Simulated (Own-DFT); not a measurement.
Simulation results for GaP (zincblende, atoms displaced), GaN (wurtzite, strained, atoms displaced), GaAs (zincblende with one plane slipped along a stacking-fault path, atoms displaced)

A calculation, not a measurement: plane-wave PBE density functional theory by an unreviewed code, no spin, of a simulated periodic cell, stress positive in tension, free energy of the whole cell less one offset for each atom, forces on such cells passed a denser k mesh, this cell's mesh not checked; offsets are fitted by least squares, one for each functional and potential file, so energies compare only between cells with the same atoms and settings and are not formation energies; the far tail of each file's local potential was reset to the Coulomb form; each entry is a single point on an unrelaxed cell, so the pressure reflects the starting lattice, mostly measured values (interpolated for alloys), from which strain is counted, and rises with the displacements; printed positions are rounded, which can move forces by about a meV/angstrom; the program, named Own-DFT, is a retired in-house code; no spin-orbit coupling. Program: Own-DFT development build.

Settings shared by all entries: functional PBE.

(1) GaP (zincblende, atoms displaced)

```
cell vectors (Å)
  10.9010     0.0000     0.0000
   0.0000    10.9010     0.0000
   0.0000     0.0000    10.9010
atoms (fractions of the cell vectors)
Ga  0.00460  0.00771  0.97632
Ga  0.00275  0.23974  0.26548
Ga  0.25535  0.98427  0.24717
Ga  0.24072  0.24911  0.99606
P   0.10809  0.11251  0.12594
P   0.13097  0.37430  0.37264
P   0.38366  0.13098  0.36807
P   0.39898  0.38796  0.12257
Ga  0.00640  0.00722  0.49888
Ga  0.00503  0.26166  0.74907
Ga  0.26353  0.00366  0.73740
Ga  0.23502  0.24060  0.49796
P   0.12138  0.12129  0.61257
P   0.12525  0.37052  0.87747
P   0.37264  0.13738  0.88677
P   0.37143  0.37001  0.61902
Ga  0.98441  0.50965  0.99960
Ga  0.01680  0.76059  0.26524
Ga  0.25112  0.49770  0.24340
Ga  0.24688  0.73219  0.00272
P   0.12614  0.60138  0.12918
P   0.13154  0.87954  0.38520
P   0.37308  0.63429  0.37707
P   0.37872  0.88391  0.12828
Ga  0.00873  0.49745  0.48770
Ga  0.98101  0.75290  0.75047
Ga  0.23309  0.48508  0.74375
Ga  0.26730  0.74216  0.48874
P   0.11888  0.61849  0.63261
P   0.12358  0.86422  0.87238
P   0.37596  0.64557  0.86455
P   0.37339  0.87142  0.62813
Ga  0.50560  0.99862  0.00116
Ga  0.50402  0.24862  0.25895
Ga  0.76341  0.00827  0.24944
Ga  0.75259  0.24275  0.99130
P   0.62785  0.11615  0.11500
P   0.61276  0.36304  0.37135
P   0.88137  0.13807  0.38474
P   0.86751  0.37900  0.11049
Ga  0.49710  0.00505  0.51476
Ga  0.50649  0.24729  0.74138
Ga  0.75588  0.99652  0.75228
Ga  0.76220  0.24509  0.49329
P   0.63138  0.12381  0.61250
P   0.61839  0.35442  0.87412
P   0.86993  0.12615  0.88769
P   0.88456  0.38271  0.63189
Ga  0.51564  0.48827  0.99217
Ga  0.48873  0.76132  0.25484
Ga  0.76437  0.50261  0.24350
Ga  0.76720  0.74917  0.99603
P   0.61426  0.61448  0.13257
P   0.60928  0.86892  0.38086
P   0.87318  0.63248  0.37941
P   0.86451  0.85733  0.12331
Ga  0.50802  0.48578  0.49196
Ga  0.49443  0.75112  0.74343
Ga  0.74468  0.50513  0.75287
Ga  0.74675  0.75774  0.50587
P   0.61700  0.63627  0.62482
P   0.62312  0.87797  0.86262
P   0.87535  0.62873  0.87732
P   0.87638  0.88379  0.63058
```

It was run with potential files PseudoDojo norm-conserving, scalar-relativistic, standard set, wave cutoff 42 hartree, occupations Fermi-Dirac, smearing width 0.1 eV and k mesh 3 x 3 x 3 centred on Gamma.

It finds free energy of cell above offsets -25.174 eV; pressure 5.09 GPa; stress xx -5.11 GPa; stress yy -4.87 GPa; stress zz -5.28 GPa; stress yz -1.1 GPa; stress xz 0.69 GPa; stress xy 0.55 GPa.

Force:
| element | x (eV/Å) | y (eV/Å) | z (eV/Å) |
| --- | --- | --- | --- |
| Ga | 0.141 | -2.019 | 1.535 |
| Ga | 0.826 | 1.698 | -2.466 |
| Ga | -0.903 | 2.424 | 0.779 |
| Ga | 0.365 | 0.217 | 2.312 |
| P | 1.589 | 0.575 | 0.4 |
| P | -0.006 | -0.275 | -0.609 |
| P | -2.134 | -1.677 | 1.29 |
| P | -2.646 | -1.951 | 0.905 |
| Ga | -1.367 | -1.368 | -0.308 |
| Ga | -0.481 | -1.681 | 0.15 |
| Ga | -1.267 | 0.452 | 1.77 |
| Ga | 2.304 | 0.86 | -0.889 |
| P | 0.494 | 0.558 | 3.006 |
| P | -0.965 | 1.053 | 0.695 |
| P | 0.935 | -1.646 | -1.789 |
| P | -0.153 | -0.087 | 0.129 |
| Ga | 1.591 | -1.209 | 0.032 |
| Ga | -1.548 | -1.461 | -1.681 |
| Ga | 1.994 | -0.861 | 0.981 |
| Ga | 0.004 | 1.133 | 0.444 |
| P | -1.244 | 2.61 | -0.625 |
| P | 0.689 | -0.047 | 0.188 |
| P | 1.862 | -3.523 | -2.277 |
| P | -0.173 | -1.795 | -1.859 |
| Ga | -0.813 | 0.86 | 1.045 |
| Ga | 1.998 | -0.324 | -0.216 |
| Ga | 1.849 | 1.022 | 0.156 |
| Ga | -3.143 | 1.852 | 3.44 |
| P | -0.045 | 1.14 | -1.313 |
| P | 0.424 | 0.698 | -0.388 |
| P | -0.597 | -3.447 | 1.008 |
| P | 0.087 | 0.321 | -1.371 |
| Ga | -0.676 | -0.235 | -1.06 |
| Ga | -0.521 | -0.882 | -3.311 |
| Ga | -1.1 | -1.111 | -0.059 |
| Ga | -1.458 | 1.1 | 1.76 |
| P | 0.673 | 1.362 | 1.791 |
| P | 4.231 | 1.374 | 0.736 |
| P | 0.092 | -3.085 | -1.183 |
| P | 0.624 | -1.334 | 1.257 |
| Ga | -0.499 | -0.693 | -1.61 |
| Ga | -1.215 | -0.584 | -0.545 |
| Ga | -0.827 | 1.446 | 0.153 |
| Ga | -2.141 | 2.552 | 2.068 |
| P | 0.802 | 0.236 | 1.61 |
| P | 1.618 | 1.529 | -0.78 |
| P | 1.101 | -0.271 | -3.458 |
| P | -1.199 | 0.051 | -1.326 |
| Ga | -0.566 | 2.13 | -0.643 |
| Ga | 0.697 | -1.269 | -0.876 |
| Ga | -1.539 | 0.237 | 0.575 |
| Ga | -3.929 | -0.666 | -0.182 |
| P | 1.028 | 1.309 | -0.526 |
| P | 1.837 | 1.735 | 0.351 |
| P | 0.641 | -0.328 | -0.057 |
| P | 2.967 | 2.741 | 2.078 |
| Ga | -1.236 | 1.683 | 1.172 |
| Ga | 0.88 | 0.937 | 0.356 |
| Ga | -0.433 | -0.462 | -0.057 |
| Ga | -0.075 | 0.036 | -0.339 |
| P | 0.825 | -1.955 | -0.474 |
| P | 0.221 | -0.747 | 1.113 |
| P | -0.634 | -0.745 | -1.342 |
| P | 0.141 | -0.195 | -1.666 |

(2) GaN (wurtzite, strained, atoms displaced)

```
cell vectors (Å)
  12.7560     0.0000     0.0000
  -4.7835     8.2853     0.0000
   0.0000     0.0000    10.6292
atoms (fractions of the cell vectors)
Ga  0.09387  0.23281  0.00480
Ga  0.16174  0.10805  0.25145
N   0.08371  0.21974  0.18760
N   0.17055  0.10685  0.43919
Ga  0.08547  0.23079  0.49587
Ga  0.16084  0.10953  0.74420
N   0.09259  0.22773  0.69139
N   0.16788  0.10462  0.93704
Ga  0.07476  0.55055  0.99972
Ga  0.16588  0.45403  0.24863
N   0.08677  0.55646  0.18723
N   0.15870  0.45123  0.43643
Ga  0.07311  0.54185  0.49098
Ga  0.17116  0.44405  0.75045
N   0.08862  0.55363  0.68445
N   0.15670  0.44080  0.93702
Ga  0.08398  0.88995  0.99667
Ga  0.16362  0.77920  0.23321
N   0.08766  0.88254  0.19277
N   0.17457  0.78866  0.43727
Ga  0.08032  0.89195  0.49562
Ga  0.16984  0.77314  0.75145
N   0.08852  0.89180  0.69513
N   0.17137  0.78657  0.93382
Ga  0.33376  0.22104  0.99517
Ga  0.42387  0.11170  0.25618
N   0.33295  0.22401  0.17856
N   0.41921  0.11257  0.43232
Ga  0.32675  0.22433  0.49928
Ga  0.41427  0.11077  0.75412
N   0.33535  0.22639  0.69429
N   0.41668  0.10937  0.93628
Ga  0.33814  0.56076  0.99714
Ga  0.41642  0.44907  0.25735
N   0.33541  0.55299  0.19751
N   0.41905  0.44971  0.43857
Ga  0.33598  0.55723  0.50288
Ga  0.41522  0.44515  0.75008
N   0.33476  0.56143  0.68854
N   0.40983  0.43740  0.93485
Ga  0.33592  0.89187  0.01028
Ga  0.41639  0.76852  0.25438
N   0.33528  0.89514  0.18728
N   0.42078  0.78340  0.44118
Ga  0.34452  0.90080  0.50471
Ga  0.41410  0.77806  0.75286
N   0.33378  0.88704  0.68596
N   0.41646  0.77005  0.93664
Ga  0.58200  0.22731  0.00378
Ga  0.67106  0.11475  0.24801
N   0.57702  0.22385  0.18461
N   0.66909  0.10987  0.43744
Ga  0.58423  0.22196  0.49586
Ga  0.66251  0.11126  0.74742
N   0.58659  0.22698  0.69143
N   0.66812  0.11876  0.93833
Ga  0.57883  0.54772  0.99905
Ga  0.66761  0.44318  0.23974
N   0.58089  0.54863  0.18873
N   0.66340  0.44166  0.43620
Ga  0.58401  0.56249  0.50222
Ga  0.66981  0.44032  0.75490
N   0.58048  0.55340  0.68562
N   0.66284  0.43998  0.93635
Ga  0.58007  0.88163  0.00910
Ga  0.67150  0.77968  0.25389
N   0.58450  0.88756  0.19316
N   0.67040  0.78669  0.44336
Ga  0.58285  0.88628  0.49148
Ga  0.66568  0.77849  0.74139
N   0.57556  0.88524  0.68521
N   0.65649  0.76263  0.94183
Ga  0.83724  0.22049  0.99213
Ga  0.90794  0.11401  0.25165
N   0.82748  0.21683  0.18457
N   0.91187  0.11064  0.44206
Ga  0.82569  0.20672  0.50194
Ga  0.91788  0.10449  0.75162
N   0.83387  0.22277  0.68537
N   0.91033  0.09629  0.94183
Ga  0.82969  0.56101  0.99825
Ga  0.91988  0.45225  0.24971
N   0.83734  0.55535  0.18806
N   0.92431  0.45730  0.42853
Ga  0.83931  0.55267  0.50471
Ga  0.91212  0.44193  0.74924
N   0.84017  0.56087  0.68945
N   0.92044  0.44783  0.93313
Ga  0.82930  0.88418  0.00138
Ga  0.91415  0.76537  0.24213
N   0.83570  0.89414  0.18781
N   0.91797  0.78356  0.43643
Ga  0.83391  0.89265  0.51135
Ga  0.91827  0.78016  0.75086
N   0.82976  0.88110  0.69265
N   0.91575  0.78268  0.92915
```

Settings of this run: potential files PseudoDojo norm-conserving, scalar-relativistic, standard set with the stringent files for Ga, wave cutoff 96 hartree, occupations Gaussian, smearing width 0.01 eV and k mesh 3 x 4 x 3 centred on Gamma.

The calculation gives: free energy of cell above offsets -4.979 eV; pressure 2.61 GPa; stress xx -5.32 GPa; stress yy -5.16 GPa; stress zz 2.66 GPa; stress yz 0.11 GPa; stress xz -0.48 GPa; stress xy 0.76 GPa.

Force:
| element | x (eV/Å) | y (eV/Å) | z (eV/Å) |
| --- | --- | --- | --- |
| Ga | -0.302 | -2.019 | -0.406 |
| Ga | 1.415 | 0.272 | -0.473 |
| N | -1.178 | 0.655 | 0.706 |
| N | -2.181 | 1.259 | -0.723 |
| Ga | 0.129 | -0.689 | 0.421 |
| Ga | 2.184 | -0.27 | 1.517 |
| N | -2.152 | -0.468 | -1.418 |
| N | -1.07 | 1.189 | -0.278 |
| Ga | 1.429 | 1.537 | -0.183 |
| Ga | 1.494 | -1.549 | 0.551 |
| N | -1.416 | 0.005 | -1.134 |
| N | 3.359 | -1.224 | -0.785 |
| Ga | 0.935 | 4.238 | 2.471 |
| Ga | -1.017 | 0.547 | 0.201 |
| N | -1.128 | -0.462 | 0.03 |
| N | 1.452 | 0.965 | 0.082 |
| Ga | -0.029 | -0.153 | 0.201 |
| Ga | 3.184 | -0.518 | 3.265 |
| N | -3.777 | 1.493 | -1.959 |
| N | -0.389 | -0.909 | -0.378 |
| Ga | 1.783 | -1.334 | 0.901 |
| Ga | -0.579 | 0.106 | -0.709 |
| N | -0.793 | -0.784 | -1.291 |
| N | 0.215 | -1.254 | 1.14 |
| Ga | -0.215 | -0.565 | 0.634 |
| Ga | -2.377 | -0.077 | -1.143 |
| N | 0.078 | -0.138 | 1.777 |
| N | -0.284 | 0.755 | 1.466 |
| Ga | 2.273 | 0.307 | 0.885 |
| Ga | 0.388 | -0.121 | -0.432 |
| N | -0.425 | -0.6 | -1.338 |
| N | 0.35 | 0.072 | 0.334 |
| Ga | -0.807 | -1.655 | 0.874 |
| Ga | 1.006 | -1.739 | -1.01 |
| N | -1.113 | 0.315 | -1.577 |
| N | -0.44 | -0.422 | 0.402 |
| Ga | -1.158 | 0.494 | -0.019 |
| Ga | 0.179 | 0.29 | 0.018 |
| N | 0.386 | -0.707 | -0.224 |
| N | 0.421 | 0.795 | 0.055 |
| Ga | 0.02 | -0.172 | -1.664 |
| Ga | -0.838 | 1.504 | 0.176 |
| N | 0.922 | -0.999 | 0.629 |
| N | -0.359 | -0.985 | -0.732 |
| Ga | -1.651 | -1.342 | -0.688 |
| Ga | 0.256 | 0.252 | -0.154 |
| N | 0.096 | 0.879 | 0.616 |
| N | -0.654 | 1.559 | 0.474 |
| Ga | 0.387 | -1.364 | -0.74 |
| Ga | -1.541 | -0.505 | 0.21 |
| N | 2.205 | -0.015 | 0.171 |
| N | -1.002 | 0.046 | -0.743 |
| Ga | -0.227 | 0.486 | 0.761 |
| Ga | 0.668 | -0.641 | 0.721 |
| N | -0.674 | -0.618 | -1.087 |
| N | 0.066 | -1.037 | 0.062 |
| Ga | -0.694 | -0.119 | 0.384 |
| Ga | -0.353 | 0.061 | 1.856 |
| N | -0.064 | 1.159 | -0.167 |
| N | 0.775 | 0.884 | -0.224 |
| Ga | 0.962 | -0.78 | -0.137 |
| Ga | -0.805 | 0.963 | -1.059 |
| N | 0.768 | 0.142 | 0.438 |
| N | 0.369 | 0.85 | 0.427 |
| Ga | 0.34 | 0.858 | -1.07 |
| Ga | -0.025 | -0.588 | -0.188 |
| N | -0.177 | 0.006 | 0.032 |
| N | 0.696 | -0.929 | -0.771 |
| Ga | -0.382 | 0.652 | 1.538 |
| Ga | -1.259 | -0.709 | 1.492 |
| N | 1.12 | 0.671 | -0.237 |
| N | 0.522 | 1.506 | -0.771 |
| Ga | -0.836 | -0.058 | 0.445 |
| Ga | 1.94 | -0.304 | 0.02 |
| N | 0.613 | 1.881 | -0.435 |
| N | 1.335 | 0.03 | -0.577 |
| Ga | 0.087 | 2.036 | 0.415 |
| Ga | -0.291 | 0.946 | 0.462 |
| N | 0.13 | -0.688 | 0.326 |
| N | 0.694 | 1.833 | -1 |
| Ga | 0.989 | -0.354 | -0.467 |
| Ga | 0.588 | -1.297 | -0.385 |
| N | -0.937 | -0.924 | -1.534 |
| N | -2.249 | -2.492 | 0.187 |
| Ga | -1.59 | 0.722 | -0.807 |
| Ga | 1.944 | 0.434 | -0.166 |
| N | -0.948 | -0.51 | -0.213 |
| N | -1.866 | -0.666 | 0.37 |
| Ga | -0.515 | -0.622 | 0.09 |
| Ga | -0.334 | 2.779 | 1.67 |
| N | 0.401 | -0.934 | 0.059 |
| N | -0.709 | -0.788 | 0.01 |
| Ga | 0.73 | -0.6 | -1.369 |
| Ga | 0.976 | -0.017 | -0.508 |
| N | 0.314 | 1.038 | -0.444 |
| N | 0.233 | -0.757 | 1.839 |

(3) GaAs (zincblende with one plane slipped along a stacking-fault path, atoms displaced)

```
cell vectors (Å)
   5.6533    -5.6533     0.0000
   0.0000     5.6533    -5.6533
  12.1546    12.1546     9.6106
atoms (fractions of the cell vectors)
Ga  0.00262  0.00313  0.99975
As  0.98698  0.95634  0.12561
Ga  0.14205  0.28731  0.16886
As  0.12633  0.25277  0.29141
Ga  0.28508  0.07627  0.33132
As  0.26836  0.03203  0.45853
Ga  0.07591  0.15396  0.50105
As  0.05560  0.11761  0.62203
Ga  0.20667  0.43297  0.66926
As  0.18900  0.39679  0.78858
Ga  0.35912  0.22821  0.83069
As  0.36149  0.18865  0.95983
Ga  0.00370  0.50331  0.99848
As  0.98126  0.44702  0.12339
Ga  0.14208  0.79037  0.17005
As  0.11881  0.72689  0.29198
Ga  0.28061  0.56791  0.32730
As  0.27207  0.52810  0.45366
Ga  0.07112  0.63558  0.49701
As  0.05411  0.59928  0.62905
Ga  0.21741  0.94191  0.66955
As  0.19131  0.90538  0.78584
Ga  0.35271  0.71440  0.83809
As  0.33750  0.68448  0.96225
Ga  0.50264  0.00511  0.99352
As  0.47231  0.96090  0.12186
Ga  0.65975  0.28805  0.16569
As  0.62450  0.24814  0.29768
Ga  0.78952  0.06635  0.33506
As  0.77651  0.02399  0.45906
Ga  0.57498  0.15773  0.50453
As  0.55994  0.11466  0.61906
Ga  0.72063  0.43050  0.66895
As  0.70516  0.39235  0.79475
Ga  0.85900  0.21779  0.83682
As  0.82935  0.16617  0.96204
Ga  0.49626  0.50546  0.00410
As  0.48763  0.47546  0.12274
Ga  0.64771  0.78911  0.16528
As  0.62051  0.73121  0.29295
Ga  0.78236  0.58374  0.32575
As  0.76506  0.53124  0.46309
Ga  0.57374  0.64405  0.50003
As  0.57128  0.62812  0.62708
Ga  0.72452  0.94059  0.66910
As  0.69475  0.89282  0.79027
Ga  0.85782  0.73149  0.83146
As  0.85323  0.69076  0.95545
```

Here we set potential files PseudoDojo norm-conserving, scalar-relativistic, standard set, wave cutoff 42 hartree, occupations Fermi-Dirac, smearing width 0.1 eV, hardware one NVIDIA H100 and k mesh 4 x 4 x 2 centred on Gamma.

It finds free energy of cell above offsets -15.898 eV; pressure 4.57 GPa; stress xx -5.59 GPa; stress yy -4.94 GPa; stress zz -3.16 GPa; stress yz -0.2 GPa; stress xz -1.16 GPa; stress xy 0.97 GPa; wall time 793.5 s.

Force:
| element | x (eV/Å) | y (eV/Å) | z (eV/Å) |
| --- | --- | --- | --- |
| Ga | 0.761 | -0.503 | -0.036 |
| As | -0.241 | 0.791 | -0.77 |
| Ga | 0.147 | -1.159 | 0.215 |
| As | -0.505 | -0.338 | 0.462 |
| Ga | 0.105 | -0.235 | 0.901 |
| As | -0.988 | -0.735 | 1.085 |
| Ga | 1.122 | -0.24 | -1.344 |
| As | 0.874 | 0.335 | 0.381 |
| Ga | 0.549 | -1.624 | -0.411 |
| As | 1.163 | 0.671 | 0.507 |
| Ga | 0.254 | -0.05 | 0.342 |
| As | -1.679 | 1.034 | -0.723 |
| Ga | -0.495 | 0.273 | 0.545 |
| As | 0.464 | 0.614 | -1.475 |
| Ga | -0.24 | -1.196 | 0.667 |
| As | -0.064 | 1.384 | -1.632 |
| Ga | 1.232 | -0.178 | 0.829 |
| As | -1.015 | -0.403 | 1.033 |
| Ga | 1.979 | 1.028 | -0.897 |
| As | -0.509 | 0.456 | -1.834 |
| Ga | -1.123 | -1.575 | -0.791 |
| As | 1.766 | 0.669 | 1.204 |
| Ga | -0.685 | -0.224 | -0.621 |
| As | -0.319 | -0.868 | 0.069 |
| Ga | 0.56 | 0.766 | 1.145 |
| As | 0.695 | -0.181 | -0.189 |
| Ga | -0.877 | 1.053 | 0.818 |
| As | -0.461 | -0.991 | -0.582 |
| Ga | -0.311 | 0.073 | 0.208 |
| As | -1.923 | 0.718 | 0.965 |
| Ga | -0.314 | -1.573 | -2.016 |
| As | 1.436 | 1.741 | 1.694 |
| Ga | -0.409 | 0.197 | 0.039 |
| As | -0.496 | 0.656 | -0.66 |
| Ga | -0.086 | -0.454 | 0.583 |
| As | 0.841 | -0.582 | -1.298 |
| Ga | 0.025 | -1.177 | -0.814 |
| As | 0.712 | 0.193 | 1.42 |
| Ga | -0.114 | 0.471 | -0.151 |
| As | -1.279 | 1.475 | -2.414 |
| Ga | 1.861 | -0.875 | 2.46 |
| As | -1.844 | -1.958 | 0.558 |
| Ga | 1.191 | 1.634 | -1.063 |
| As | -0.816 | -0.028 | 0.953 |
| Ga | -0.573 | -0.076 | -0.555 |
| As | -0.023 | 1.285 | -0.142 |
| Ga | 0.121 | -0.815 | 0.696 |
| As | -0.473 | 0.52 | 0.635 |
